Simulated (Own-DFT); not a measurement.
HfO₂ (monoclinic hafnia, atoms displaced) (calculated)

All values are calculated (Own-DFT development build). A calculation, not a measurement: plane-wave PBE density functional theory by an unreviewed code, no spin, of a simulated periodic cell, stress positive in tension, free energy of the whole cell less one offset for each atom, hafnium file: forces about 75 meV/angstrom off all-electron values; oxygen file: force components 24 meV/angstrom off all-electron in one glass; forces on such cells passed a denser k mesh, this cell's mesh not checked; offsets are fitted by least squares, one for each functional and potential file, so energies compare only between cells with the same atoms and settings and are not formation energies; the far tail of each file's local potential was reset to the Coulomb form; each entry is a single point on an unrelaxed cell, so the pressure reflects the starting lattice, mostly measured values, from which strain is counted, and rises with the displacements; printed positions are rounded, which can move forces by about a meV/angstrom; the program is a retired in-house code; no spin-orbit coupling; before rounding, a Quantum ESPRESSO 7.3.1 run of the same cell and cutoff gave forces within 1 meV/angstrom rms on each cell, which checks the program and not the settings.

Common to all runs: functional PBE; potential files PseudoDojo norm-conserving, scalar-relativistic, standard set; wave cutoff 72 hartree; occupations Fermi-Dirac; smearing width 0.1 eV; k mesh 2 x 2 x 2 centred on Gamma.

(1) HfO₂ (monoclinic hafnia, atoms displaced)

```
CELL_PARAMETERS angstrom
10.23400 0.00000 0.00000
0.00000 10.35000 0.00000
-1.69550 0.00000 10.44530
ATOMIC_POSITIONS crystal
Hf 0.14343 0.01453 0.10212
Hf 0.36490 0.27000 0.14537
Hf 0.35220 0.48033 0.38804
Hf 0.14908 0.24422 0.35068
O 0.03734 0.16205 0.17468
O 0.45716 0.42308 0.07728
O 0.46158 0.32821 0.32098
O 0.03528 0.08259 0.43246
O 0.23028 0.38308 0.22979
O 0.27903 0.12859 0.00974
O 0.27074 0.12930 0.25310
O 0.22200 0.37068 0.49212
Hf 0.13216 0.02609 0.59586
Hf 0.36470 0.27376 0.64956
Hf 0.36313 0.48199 0.88884
Hf 0.13259 0.23204 0.86427
O 0.04182 0.16518 0.68044
O 0.45691 0.41025 0.56758
O 0.44998 0.33157 0.82889
O 0.03911 0.08698 0.92107
O 0.21781 0.37900 0.73831
O 0.27073 0.13135 0.50328
O 0.28642 0.11942 0.76059
O 0.21956 0.36939 0.99663
Hf 0.13084 0.51831 0.10543
Hf 0.36020 0.77100 0.14746
Hf 0.36011 0.97447 0.39960
Hf 0.13542 0.73329 0.35215
O 0.03871 0.66272 0.17855
O 0.46941 0.91718 0.06995
O 0.46658 0.83157 0.31970
O 0.04170 0.58231 0.41512
O 0.22726 0.87579 0.24343
O 0.27041 0.62943 0.00815
O 0.27844 0.62041 0.26735
O 0.22572 0.87025 0.49073
Hf 0.13346 0.51003 0.60919
Hf 0.35566 0.76810 0.64055
Hf 0.35827 0.98321 0.90381
Hf 0.14597 0.73192 0.86031
O 0.03505 0.66122 0.67303
O 0.47536 0.91643 0.58484
O 0.47168 0.84354 0.82745
O 0.03878 0.58409 0.92825
O 0.22420 0.87462 0.73379
O 0.28203 0.62695 0.50773
O 0.27159 0.61156 0.75580
O 0.22872 0.87014 0.98637
Hf 0.63579 0.02468 0.09871
Hf 0.85932 0.26708 0.15080
Hf 0.86230 0.48576 0.39903
Hf 0.63959 0.22560 0.35426
O 0.53852 0.17322 0.17181
O 0.96412 0.42561 0.07872
O 0.95977 0.33135 0.32581
O 0.53527 0.08842 0.41856
O 0.73609 0.38061 0.24419
O 0.77854 0.12547 0.01167
O 0.77958 0.11477 0.25761
O 0.72287 0.36438 0.48927
Hf 0.63470 0.01642 0.60521
Hf 0.87002 0.26594 0.65214
Hf 0.85934 0.47923 0.89759
Hf 0.63945 0.22274 0.85539
O 0.53242 0.16466 0.67474
O 0.96525 0.41400 0.57662
O 0.96997 0.33957 0.82699
O 0.53260 0.07507 0.93223
O 0.73127 0.38349 0.74668
O 0.77179 0.12131 0.50880
O 0.77076 0.12893 0.76279
O 0.71898 0.37192 0.98568
Hf 0.63428 0.52150 0.09044
Hf 0.85746 0.76983 0.14391
Hf 0.87188 0.98260 0.39684
Hf 0.62993 0.73302 0.34368
O 0.54279 0.66503 0.18204
O 0.96519 0.91072 0.07026
O 0.95629 0.82770 0.32584
O 0.53458 0.58271 0.42552
O 0.72069 0.87302 0.24849
O 0.76417 0.62261 0.00325
O 0.77657 0.61729 0.25784
O 0.71555 0.87656 0.49251
Hf 0.64359 0.52618 0.60754
Hf 0.87325 0.77255 0.64430
Hf 0.85822 0.98162 0.89257
Hf 0.63910 0.72710 0.85604
O 0.54057 0.65819 0.66858
O 0.96057 0.91747 0.57387
O 0.96512 0.83681 0.82675
O 0.53735 0.57484 0.91957
O 0.72286 0.87345 0.73291
O 0.77217 0.62593 0.50204
O 0.76822 0.62367 0.76215
O 0.71491 0.87404 0.98514
```

- free energy of cell above offsets: -92.055 eV
- pressure: 6.46 GPa
- stress xx: -6.7 GPa
- stress yy: -5.83 GPa
- stress zz: -6.84 GPa
- stress yz: 0.01 GPa
- stress xz: -0.58 GPa
- stress xy: -0.15 GPa

Force:
```csv
element,x (eV/Å),y (eV/Å),z (eV/Å)
Hf,-1.469,1.904,0.485
Hf,0.309,0.617,-0.539
Hf,3.168,-0.088,2.188
Hf,-1.898,-1.729,-0.496
O,-0.401,-0.009,-0.39
O,0.697,0.261,-0.342
O,-0.085,0.633,0.822
O,0.595,1.633,-2.06
O,-1.312,-0.652,1.85
O,-0.451,-0.492,0.435
O,0.651,-1.753,0.759
O,-0.449,0.374,-0.671
Hf,1.899,-0.507,2.864
Hf,-0.471,-0.824,-0.853
Hf,-1.756,-0.784,1.584
Hf,2.834,0.575,-1.035
O,-0.825,0.2,-0.336
O,1.152,0.536,0.947
O,2.209,-0.904,0.346
O,-1.507,-1.6,0.712
O,0.002,-0.683,0.499
O,0.565,-0.326,0.043
O,-1.067,0.026,0.042
O,0.262,-0.003,-1.112
Hf,1.535,0.723,-0.613
Hf,1.377,-1.048,-0.474
Hf,1.573,1.862,-0.068
Hf,-0.099,-1.704,0.699
O,-1.145,1.385,-0.613
O,-1.359,-1.645,2.019
O,-2.151,1.831,0.593
O,-0.567,-0.566,0.842
O,-0.154,0.796,-0.705
O,0.962,0.543,0.605
O,-0.197,1.438,-1.665
O,0.114,0.234,-0.266
Hf,1.105,1.529,-1.196
Hf,1.489,-0.136,1.276
Hf,1.102,-0.314,-3.339
Hf,-1.204,-1.221,-1.766
O,-0.05,0.27,0.225
O,-3.022,-1.366,-1.673
O,-0.52,-1.314,-0.524
O,-0.78,0.508,-1.115
O,-0.433,-0.232,0.46
O,-0.798,0.445,0.522
O,0.448,1.622,0.332
O,-0.835,0.245,1.389
Hf,0.335,-1.135,2.336
Hf,0.844,0.749,0.369
Hf,-0.709,-0.809,-1.261
Hf,0.247,1.295,0.411
O,0.651,-0.801,-0.758
O,-1.737,-1.796,0.089
O,1.864,-0.514,0.567
O,-1.814,-1.616,0.439
O,-1.21,-0.18,-1.082
O,-0.08,0.359,-0.73
O,-0.093,0.539,-0.103
O,0.523,0.274,0.568
Hf,1.836,0.567,-0.713
Hf,-1.522,0.722,-1.699
Hf,0.57,0.603,-0.528
Hf,-1.632,1.134,-0.206
O,0.229,0.344,0.677
O,-0.497,-0.387,0.299
O,-0.505,-0.105,0.186
O,1.383,2.694,-1.842
O,-0.348,-0.786,-0.461
O,1.095,0.844,0.703
O,0.981,-1.064,0.169
O,0.198,-0.885,0.377
Hf,-0.488,-1.693,3.832
Hf,-0.235,-0.512,0.906
Hf,-3.556,-0.747,-0.502
Hf,2.439,-1.366,3.894
O,-1.979,-0.332,-3.368
O,0.198,0.126,0.331
O,1.066,0.188,-0.043
O,-0.586,-0.152,-0.507
O,0.914,1.046,-2.149
O,1.668,1.611,0.679
O,0.563,0.633,-0.824
O,1.001,-0.751,-0.504
Hf,-0.5,-1.936,-2.255
Hf,-2.451,-0.664,-0.157
Hf,0.44,-0.998,0.151
Hf,-0.963,1.31,-1.851
O,-2.59,2.041,1.139
O,1.141,0.198,0.496
O,0.507,-0.156,0.024
O,-0.667,0.994,-1.166
O,0.574,0.77,1.336
O,0.797,0.715,1.377
O,1.793,-0.302,0.144
O,1.261,-0.357,0.524
```

(2) HfO₂ (monoclinic hafnia, atoms displaced)

```
CELL_PARAMETERS angstrom
10.23400 0.00000 0.00000
0.00000 10.35000 0.00000
-1.69550 0.00000 10.44530
ATOMIC_POSITIONS crystal
Hf 0.14376 0.01416 0.10524
Hf 0.37019 0.27642 0.15091
Hf 0.35501 0.48305 0.40226
Hf 0.13303 0.22337 0.35609
O 0.03135 0.16470 0.18082
O 0.46014 0.42795 0.07667
O 0.47061 0.34125 0.32044
O 0.03504 0.08166 0.42523
O 0.23162 0.38472 0.23261
O 0.27823 0.13223 0.01608
O 0.27045 0.12783 0.26320
O 0.22588 0.36872 0.49307
Hf 0.13528 0.01005 0.61222
Hf 0.35820 0.26309 0.65142
Hf 0.36240 0.49050 0.89622
Hf 0.14383 0.22886 0.86622
O 0.03590 0.16888 0.67893
O 0.45806 0.40961 0.57883
O 0.45874 0.32705 0.82249
O 0.02554 0.07655 0.91358
O 0.22751 0.38613 0.74429
O 0.27229 0.13751 0.50698
O 0.27532 0.11414 0.75935
O 0.22538 0.36699 0.99289
Hf 0.13981 0.52135 0.10212
Hf 0.35939 0.76520 0.14869
Hf 0.36609 0.97471 0.39951
Hf 0.13462 0.71914 0.34771
O 0.03738 0.67237 0.18406
O 0.45871 0.91514 0.08020
O 0.46707 0.83378 0.32574
O 0.04144 0.57668 0.42282
O 0.22143 0.88094 0.23240
O 0.27408 0.62720 0.01256
O 0.27338 0.61404 0.26334
O 0.21490 0.86188 0.48403
Hf 0.13995 0.52084 0.60355
Hf 0.36634 0.76231 0.64625
Hf 0.36500 0.97940 0.90354
Hf 0.14111 0.72942 0.85282
O 0.04496 0.66263 0.67762
O 0.46587 0.91719 0.57815
O 0.47042 0.82989 0.82639
O 0.03331 0.59420 0.92462
O 0.23119 0.88748 0.74561
O 0.27491 0.62591 0.50658
O 0.28224 0.61868 0.75645
O 0.22191 0.87073 0.98925
Hf 0.63060 0.02869 0.10028
Hf 0.86160 0.27378 0.14298
Hf 0.85914 0.48085 0.39974
Hf 0.63783 0.23231 0.34996
O 0.54359 0.16512 0.17374
O 0.96860 0.41970 0.08395
O 0.96478 0.32253 0.32845
O 0.53431 0.07989 0.41563
O 0.72121 0.38955 0.23634
O 0.77439 0.13017 0.00758
O 0.77059 0.11990 0.25671
O 0.72792 0.36130 0.50205
Hf 0.64402 0.00944 0.60699
Hf 0.85466 0.26876 0.64000
Hf 0.87071 0.47602 0.90877
Hf 0.63398 0.23207 0.86155
O 0.53619 0.16623 0.68091
O 0.96442 0.42078 0.58256
O 0.96712 0.33728 0.82976
O 0.53582 0.07888 0.92892
O 0.72283 0.37753 0.73965
O 0.76820 0.13012 0.50921
O 0.77244 0.11915 0.76687
O 0.72487 0.36757 0.99988
Hf 0.63674 0.51641 0.10643
Hf 0.86606 0.76520 0.15115
Hf 0.87294 0.97768 0.39834
Hf 0.63984 0.73509 0.34952
O 0.54133 0.66556 0.17041
O 0.96056 0.92073 0.07754
O 0.97024 0.82380 0.32714
O 0.54190 0.57793 0.41764
O 0.71657 0.87053 0.24302
O 0.77494 0.63263 0.00931
O 0.77939 0.61910 0.25873
O 0.72141 0.87150 0.48871
Hf 0.63825 0.52658 0.60935
Hf 0.86345 0.76780 0.64279
Hf 0.85448 0.98449 0.89186
Hf 0.63534 0.73214 0.85539
O 0.54585 0.66267 0.67485
O 0.96184 0.91890 0.57323
O 0.96751 0.83490 0.82176
O 0.54383 0.59039 0.91681
O 0.73141 0.87356 0.73650
O 0.77536 0.63039 0.50934
O 0.76670 0.63219 0.76279
O 0.72347 0.86686 0.98622
```

- free energy of cell above offsets: -92.425 eV
- pressure: 6.25 GPa
- stress xx: -5.64 GPa
- stress yy: -6.23 GPa
- stress zz: -6.86 GPa
- stress yz: 0.27 GPa
- stress xz: -1.02 GPa
- stress xy: 0.28 GPa

Force:
```csv
element,x (eV/Å),y (eV/Å),z (eV/Å)
Hf,-2.298,1.528,-0.39
Hf,-1.375,-0.187,-0.138
Hf,2.026,-1.981,-0.015
Hf,1.323,0.784,0.248
O,0.256,-0.632,-1.692
O,0.156,-0.544,-0.226
O,0.032,-0.202,0.508
O,-0.172,-0.54,0.339
O,-0.686,-0.358,0.821
O,0.05,-0.842,-0.456
O,1.041,-1.076,-0.368
O,-0.788,0.475,-0.665
Hf,0.803,2.772,-0.751
Hf,0.391,0.624,-1.182
Hf,1.019,-2.248,-0.553
Hf,-1.445,-0.651,-2.497
O,0.305,-0.69,-0.783
O,1.288,1.3,-0.047
O,0.167,1.296,2.541
O,2.176,1.382,1.013
O,-0.505,-0.501,0.34
O,0.007,-2.252,0.625
O,-0.143,0.795,1.118
O,0.048,1.339,0.042
Hf,0.269,-0.409,0.973
Hf,1.188,0.667,0.159
Hf,-0.748,1.538,-0.409
Hf,1.206,1.572,2.951
O,0.518,-2.387,-3.469
O,0.274,-0.009,0.252
O,-0.842,-0.344,-0.063
O,-1.246,-0.489,-0.282
O,0.756,-1.008,1.097
O,0.491,0.214,-0.52
O,0.515,1.337,-1.228
O,0.951,0.867,1.125
Hf,-0.055,-1.875,0.229
Hf,0.064,1.187,-0.161
Hf,-0.51,-0.501,-1.378
Hf,-1.23,1.204,-0.259
O,-1.034,0.978,-0.578
O,-0.62,-0.813,0.144
O,-2.098,1.332,-0.344
O,-0.158,-0.856,0.633
O,0.158,-2.222,-0.231
O,0.639,0.418,0.822
O,0.113,1.284,0.307
O,0.226,-0.307,0.04
Hf,2.611,-3.473,1.442
Hf,0.279,-1.909,1.837
Hf,0.687,-0.728,0.128
Hf,0.098,-0.923,1.69
O,-2.269,1.933,-0.324
O,0.102,0.177,-0.116
O,-2.001,2.091,0.348
O,-0.111,0.216,0.254
O,0.588,-1.926,1.674
O,-0.198,0.209,0.518
O,0.818,0.1,0.419
O,-0.26,1.498,-2.399
Hf,-0.83,2.304,-0.382
Hf,1.282,-0.016,2.359
Hf,-1.234,1.125,-2.519
Hf,0.501,-0.041,-2.257
O,0.385,-1.087,-0.591
O,-0.171,-0.083,-0.451
O,0.141,-0.106,0.706
O,-0.34,0.788,-0.994
O,-0.037,0.327,0.946
O,0.714,-1.009,0.108
O,-0.203,0.647,-1.259
O,0.082,0.581,-0.989
Hf,0.761,2.23,-0.834
Hf,-1.712,1.694,-1.865
Hf,-1.801,0.143,-1.792
Hf,-0.057,-1.37,0.475
O,-1.474,0.732,-0.123
O,0.403,-0.42,0.597
O,-1.678,1.778,0.964
O,-0.826,0.037,0.616
O,1.346,1.22,-0.865
O,0.544,-1.11,0.919
O,0.242,0.027,0.663
O,0.508,-0.011,0.414
Hf,0.461,-2.801,-1.121
Hf,-0.083,-0.358,1.435
Hf,0.838,-2.001,1.25
Hf,2.969,0.475,1.026
O,-3.439,2.037,-0.893
O,-0.241,-0.828,0.826
O,0.512,-0.197,-0.039
O,-2.676,-2.782,0.791
O,-0.498,0.847,-0.394
O,0.572,-0.358,0.072
O,2.314,-1.744,-0.413
O,-0.126,1.092,0.504
```

(3) HfO₂ (monoclinic hafnia, atoms displaced)

```
CELL_PARAMETERS angstrom
10.23400 0.00000 0.00000
0.00000 10.35000 0.00000
-1.69550 0.00000 10.44530
ATOMIC_POSITIONS crystal
Hf 0.13963 0.02018 0.10646
Hf 0.36052 0.27495 0.12790
Hf 0.35005 0.48113 0.39410
Hf 0.13958 0.23310 0.34209
O 0.04643 0.15700 0.17726
O 0.45993 0.41686 0.07986
O 0.46036 0.31796 0.32767
O 0.03956 0.07849 0.42549
O 0.21205 0.38139 0.24667
O 0.28135 0.12652 0.00671
O 0.26921 0.11404 0.26599
O 0.22569 0.37906 0.49675
Hf 0.13611 0.02526 0.59798
Hf 0.36942 0.27260 0.63949
Hf 0.37460 0.47470 0.88250
Hf 0.12683 0.22918 0.85294
O 0.02081 0.17359 0.67594
O 0.44931 0.41336 0.57747
O 0.46764 0.33864 0.81670
O 0.04100 0.09860 0.92657
O 0.22757 0.39043 0.73334
O 0.28089 0.13393 0.49465
O 0.28324 0.12349 0.77442
O 0.21847 0.37588 0.99605
Hf 0.13001 0.51193 0.10274
Hf 0.35870 0.76962 0.15700
Hf 0.36242 0.98671 0.38945
Hf 0.13144 0.73013 0.35517
O 0.02895 0.65389 0.17797
O 0.46264 0.92320 0.07397
O 0.46871 0.83342 0.33472
O 0.04066 0.58340 0.43820
O 0.22566 0.86765 0.24013
O 0.27749 0.64057 0.99906
O 0.29193 0.61492 0.25826
O 0.23594 0.86910 0.48909
Hf 0.14192 0.51408 0.60297
Hf 0.36424 0.76767 0.66018
Hf 0.35681 0.98524 0.90915
Hf 0.13526 0.72999 0.86539
O 0.03570 0.65582 0.68649
O 0.46125 0.91654 0.58620
O 0.46373 0.82487 0.84589
O 0.04625 0.58787 0.93519
O 0.23395 0.88103 0.74875
O 0.28484 0.62695 0.49487
O 0.27625 0.62865 0.76454
O 0.21456 0.86228 0.99542
Hf 0.61784 0.00786 0.10997
Hf 0.86034 0.27458 0.14320
Hf 0.86014 0.48643 0.40202
Hf 0.63499 0.23338 0.33482
O 0.53419 0.15708 0.18001
O 0.95185 0.41557 0.07168
O 0.98127 0.33030 0.32646
O 0.52997 0.07840 0.41389
O 0.72517 0.38763 0.24557
O 0.78315 0.11314 0.00373
O 0.77064 0.11776 0.26793
O 0.72128 0.36353 0.48389
Hf 0.63852 0.01144 0.61360
Hf 0.86011 0.27877 0.65322
Hf 0.86001 0.48771 0.89722
Hf 0.64311 0.24196 0.85885
O 0.52481 0.17039 0.67915
O 0.97063 0.41932 0.57693
O 0.98079 0.32489 0.82476
O 0.53509 0.08915 0.93525
O 0.74463 0.38005 0.73333
O 0.77577 0.12036 0.50797
O 0.77700 0.11876 0.75868
O 0.73701 0.37417 0.98664
Hf 0.63691 0.52350 0.10127
Hf 0.85911 0.77683 0.13604
Hf 0.85592 0.99114 0.40052
Hf 0.63310 0.73418 0.35340
O 0.52912 0.67784 0.18583
O 0.96344 0.91552 0.07610
O 0.95511 0.82307 0.32474
O 0.52995 0.57243 0.41997
O 0.71444 0.86537 0.24021
O 0.78065 0.63251 0.02166
O 0.77622 0.62475 0.24732
O 0.74746 0.87599 0.48390
Hf 0.63571 0.51351 0.60894
Hf 0.86568 0.76843 0.65098
Hf 0.87066 0.99104 0.89533
Hf 0.64008 0.73093 0.84934
O 0.53720 0.67722 0.65921
O 0.96141 0.91479 0.56757
O 0.96425 0.83372 0.83720
O 0.52265 0.58181 0.90880
O 0.73704 0.86848 0.73753
O 0.78316 0.64215 0.50296
O 0.78092 0.61327 0.75884
O 0.73142 0.85506 0.99649
```

* free energy of cell above offsets: -82.535 eV
* pressure: 10.01 GPa
* stress xx: -10.9 GPa
* stress yy: -10.31 GPa
* stress zz: -8.83 GPa
* stress yz: 0.85 GPa
* stress xz: -0.3 GPa
* stress xy: 1.34 GPa

Force:
```csv
element,x (eV/Å),y (eV/Å),z (eV/Å)
Hf,0.567,-2.046,0.265
Hf,-1.196,-1.366,3.96
Hf,1.694,-0.553,-0.211
Hf,1.396,-1.46,3.711
O,-3.244,1.841,-1.472
O,2.182,1.124,-1.097
O,-1.294,1.309,-1.098
O,0.151,0.753,-0.379
O,1.267,-0.336,-1.458
O,-0.893,0.796,2.039
O,1.159,0.138,-3.048
O,-0.757,-1.579,-1.553
Hf,0.264,-0.867,0.352
Hf,-4.831,-2.536,0.037
Hf,-6.406,1.948,0.976
Hf,7.458,-0.194,-0.942
O,2.823,-2.642,-0.706
O,4.508,3.359,0.094
O,2.28,-1.007,1.2
O,-2.306,-3.333,1.521
O,0.676,-2.059,1.87
O,-0.749,0.342,2.166
O,-0.879,0.668,-1.977
O,0.637,-1.111,-1
Hf,1.722,2.324,1.411
Hf,-0.698,-1.466,-1.985
Hf,-0.323,-1.512,2.222
Hf,-0.127,0.212,0.024
O,0.762,0.042,-0.104
O,-3.516,-3.012,1.465
O,-0.846,0.729,-0.157
O,-1.112,0.457,-2.185
O,-0.934,1.433,0.115
O,0.63,-1.498,2.092
O,-1.554,0.586,-1.335
O,-1.553,0.18,0.481
Hf,0.465,2.401,0.772
Hf,-1.513,0.966,-1.939
Hf,0.016,-1.383,-3.991
Hf,2.199,0.122,-2.265
O,-0.843,0.755,-0.26
O,1.74,1.001,0.512
O,1.673,-0.065,-0.546
O,-3.657,-2.142,-0.84
O,-1.021,0.69,-0.425
O,-1.039,0.876,2.139
O,0.76,-0.974,-0.788
O,0.777,2.916,0.894
Hf,5.769,1.366,0.449
Hf,0.995,-2.415,2.037
Hf,1.048,0.368,-0.298
Hf,-0.943,-0.78,4.648
O,-1.48,0.782,-2.509
O,1.62,-0.056,0.655
O,-4.27,2.019,-1.108
O,1.744,0.436,1.233
O,0.53,-0.656,-2.04
O,-0.934,2.926,1.639
O,0.93,1.122,-2.734
O,0.412,1.545,1.346
Hf,-0.819,1.135,-2.794
Hf,2.797,-3.17,-5.056
Hf,2.941,0.438,-0.124
Hf,-1.342,-4.462,-1.278
O,3.955,-2.068,0.329
O,-2.038,-1.087,0.076
O,-6.41,5.782,0.724
O,0.78,1.193,-1.098
O,-4.049,1.555,3.237
O,-1.012,1.699,1.655
O,-0.98,0.91,0.155
O,-2.505,-0.206,0.018
Hf,-0.323,2.193,2.242
Hf,0.826,-0.886,4.49
Hf,2.134,-1.593,-1.293
Hf,1.396,-0.822,1.379
O,1.898,-2.816,-2.719
O,1.795,1.709,-0.234
O,0.753,0.866,0.286
O,1.734,0.095,0.98
O,0.203,1.764,-1.132
O,-0.968,-3.113,-3.654
O,-0.955,-1.553,1.162
O,-4.353,-1.575,1.75
Hf,-1.41,1.531,-3.717
Hf,2.889,0.06,-1.956
Hf,-0.136,-1.975,0.305
Hf,-0.98,1.132,0.79
O,1.662,-1.493,1.177
O,2.298,-0.021,2.693
O,-0.034,0.218,-0.349
O,4.356,1.328,1.329
O,-2.204,1.272,0.674
O,-0.991,-2.134,0.682
O,-1.085,0.495,0.085
O,-1.761,2.114,-2.686
```

(4) HfO₂ (monoclinic hafnia, atoms displaced)

```
CELL_PARAMETERS angstrom
10.23400 0.00000 0.00000
0.00000 10.35000 0.00000
-1.69550 0.00000 10.44530
ATOMIC_POSITIONS crystal
Hf 0.14150 0.00262 0.09836
Hf 0.37289 0.25269 0.15067
Hf 0.35391 0.48822 0.39849
Hf 0.12991 0.21188 0.34799
O 0.03835 0.18223 0.17020
O 0.47549 0.41052 0.09331
O 0.45790 0.35083 0.32990
O 0.03586 0.09282 0.43138
O 0.22530 0.36039 0.23391
O 0.27936 0.13178 0.01820
O 0.28347 0.11975 0.26984
O 0.22679 0.36332 0.47662
Hf 0.12059 0.00928 0.59767
Hf 0.35943 0.27366 0.64646
Hf 0.36610 0.48428 0.89109
Hf 0.13512 0.23333 0.85331
O 0.05685 0.16227 0.67636
O 0.45421 0.42093 0.57753
O 0.47178 0.33441 0.83350
O 0.02434 0.07947 0.92709
O 0.23757 0.37158 0.74664
O 0.25715 0.12371 0.49406
O 0.27769 0.11419 0.74982
O 0.21693 0.37291 0.98722
Hf 0.12722 0.52041 0.10666
Hf 0.36505 0.77417 0.14589
Hf 0.35649 0.97897 0.39366
Hf 0.13864 0.72329 0.35800
O 0.03432 0.66624 0.17886
O 0.46331 0.91456 0.07399
O 0.44829 0.84823 0.32173
O 0.04710 0.58689 0.41756
O 0.22597 0.87497 0.24242
O 0.27779 0.62948 0.01111
O 0.27918 0.61612 0.26582
O 0.24576 0.87601 0.49528
Hf 0.12624 0.53199 0.60227
Hf 0.36227 0.75182 0.64791
Hf 0.35767 0.98190 0.89008
Hf 0.14282 0.72570 0.86096
O 0.05629 0.66796 0.68015
O 0.46150 0.90950 0.55801
O 0.45488 0.83264 0.82428
O 0.03283 0.58513 0.92769
O 0.23326 0.87630 0.74055
O 0.26597 0.62880 0.51236
O 0.27751 0.62266 0.75384
O 0.22656 0.87925 0.00304
Hf 0.63664 0.01711 0.09101
Hf 0.84924 0.27391 0.14313
Hf 0.86571 0.49403 0.39199
Hf 0.64241 0.22872 0.35985
O 0.53773 0.16070 0.17560
O 0.97375 0.41729 0.07559
O 0.97091 0.33111 0.32676
O 0.53697 0.08521 0.43375
O 0.72884 0.37625 0.24361
O 0.77847 0.12480 0.01650
O 0.78611 0.13225 0.25986
O 0.73659 0.37511 0.49542
Hf 0.63300 0.02296 0.60699
Hf 0.85649 0.27600 0.65070
Hf 0.85646 0.47454 0.89063
Hf 0.63768 0.22993 0.85713
O 0.53400 0.16369 0.68033
O 0.96322 0.41831 0.60018
O 0.96122 0.34727 0.83786
O 0.54537 0.07985 0.92293
O 0.73280 0.37167 0.74342
O 0.76672 0.12769 0.51737
O 0.77953 0.12798 0.76404
O 0.72034 0.37266 0.97665
Hf 0.63018 0.53104 0.10950
Hf 0.85665 0.78194 0.15455
Hf 0.87026 0.99359 0.38987
Hf 0.64497 0.73744 0.35704
O 0.53680 0.66328 0.16629
O 0.96270 0.91847 0.08057
O 0.95988 0.84254 0.33062
O 0.53780 0.57647 0.42656
O 0.73414 0.87814 0.23879
O 0.76505 0.63285 0.99797
O 0.77115 0.62234 0.26405
O 0.72263 0.86416 0.47148
Hf 0.63671 0.50441 0.62274
Hf 0.86024 0.76920 0.64335
Hf 0.85459 0.98876 0.89226
Hf 0.64272 0.71989 0.85892
O 0.52855 0.65295 0.67431
O 0.95683 0.91345 0.57972
O 0.96984 0.83299 0.82998
O 0.53045 0.58415 0.92454
O 0.72182 0.87624 0.74739
O 0.77022 0.61373 0.48955
O 0.77684 0.63029 0.76531
O 0.71684 0.86165 0.98654
```

- free energy of cell above offsets: -82.985 eV
- pressure: 9.73 GPa
- stress xx: -10.91 GPa
- stress yy: -9.14 GPa
- stress zz: -9.14 GPa
- stress yz: -0.47 GPa
- stress xz: -0.09 GPa
- stress xy: 0.52 GPa

Force:
```csv
element,x (eV/Å),y (eV/Å),z (eV/Å)
Hf,-1.815,4.205,2.271
Hf,-3.392,4.571,0.993
Hf,1.026,-3.118,-1.157
Hf,3.871,5.986,-1.507
O,-0.778,-2.523,-1.581
O,-0.234,0.393,-1.732
O,2.971,-2.859,0.224
O,-4.467,-3.38,0.427
O,-0.322,2.107,-0.515
O,-0.642,-1.597,-2.266
O,0.064,-0.413,-2.381
O,-0.74,0.66,1.89
Hf,5.839,1.035,2.058
Hf,-1.207,-1.755,-1.963
Hf,-2.001,-1.893,2.008
Hf,0.854,-0.16,1.676
O,-3.558,1.767,-0.047
O,1.638,-0.137,1.935
O,0.075,0.158,-0.473
O,1.718,1.229,-0.872
O,-1.245,1.248,-0.825
O,1.371,-0.002,3.015
O,0.645,0.297,1.68
O,1.048,0.324,-0.935
Hf,3.376,-1.744,0.507
Hf,-0.531,-0.645,0.753
Hf,-0.343,2.263,1.32
Hf,2.792,4.016,-1.99
O,-1.012,0.945,0.513
O,0.875,0.423,-0.193
O,4.805,-3.942,-1.5
O,-3.676,-2.551,1.335
O,-1.679,-0.161,-0.766
O,0.088,0.494,-0.337
O,-0.941,1.632,-0.908
O,-4.253,-2.407,-0.257
Hf,2.916,-5.167,-0.033
Hf,0.759,4.676,-0.716
Hf,0.479,-0.346,-0.839
Hf,-0.34,0.836,0.457
O,-4.226,2.891,-0.34
O,2.691,-0.427,3.314
O,1.733,-0.486,0.77
O,0.097,0.752,-0.967
O,-2.001,-0.266,0.201
O,0.463,0.034,-0.176
O,-0.152,-1.665,1.605
O,0.692,-2.143,-2.8
Hf,-0.682,-0.62,2.041
Hf,3.862,0.673,0.838
Hf,0.202,-4.223,-0.92
Hf,-1.885,1.347,-0.165
O,2.318,-1.301,0.81
O,-3.711,-1.264,-0.279
O,-2.026,1.845,0.645
O,0.411,1.112,-1.165
O,-0.552,1.223,-0.198
O,-0.117,0.249,-0.856
O,-0.894,-1.341,0.887
O,-0.908,-1.027,0.039
Hf,-2.001,-1.267,-0.606
Hf,2.271,-1.912,-1.41
Hf,0.292,3.388,3.252
Hf,-0.534,-0.399,-0.052
O,0.204,0.229,-0.303
O,1.207,1.553,-1.158
O,2.858,-3.866,-1.874
O,-1.293,-0.205,-0.747
O,-1.839,0.743,-0.213
O,1.643,0.268,-0.343
O,-0.075,-0.326,-0.095
O,0.31,-0.085,1.611
Hf,1.425,-3.892,-1.172
Hf,2.435,-2.373,-2.802
Hf,-2.254,-0.611,0.177
Hf,-3.7,-3.294,-1.199
O,-2.135,3.448,1.627
O,-0.761,-0.452,0.074
O,1.679,-0.847,0.535
O,0.49,1.695,0.245
O,-2.402,1.823,0.002
O,1.065,-0.945,2.678
O,1.009,0.738,-1.327
O,1.272,2.183,3.486
Hf,-1.514,2.058,-4.823
Hf,-0.498,-0.272,1.465
Hf,0.988,-2.303,0.935
Hf,-1.958,2.463,-1.033
O,1.418,-0.389,0.762
O,-1.036,-0.282,-0.693
O,-0.509,0.122,-0.814
O,0.258,0.084,-0.053
O,0.782,0.365,-1.896
O,0.368,2.693,4.004
O,0.75,-1.751,-1.833
O,0.439,1.788,1.039
```
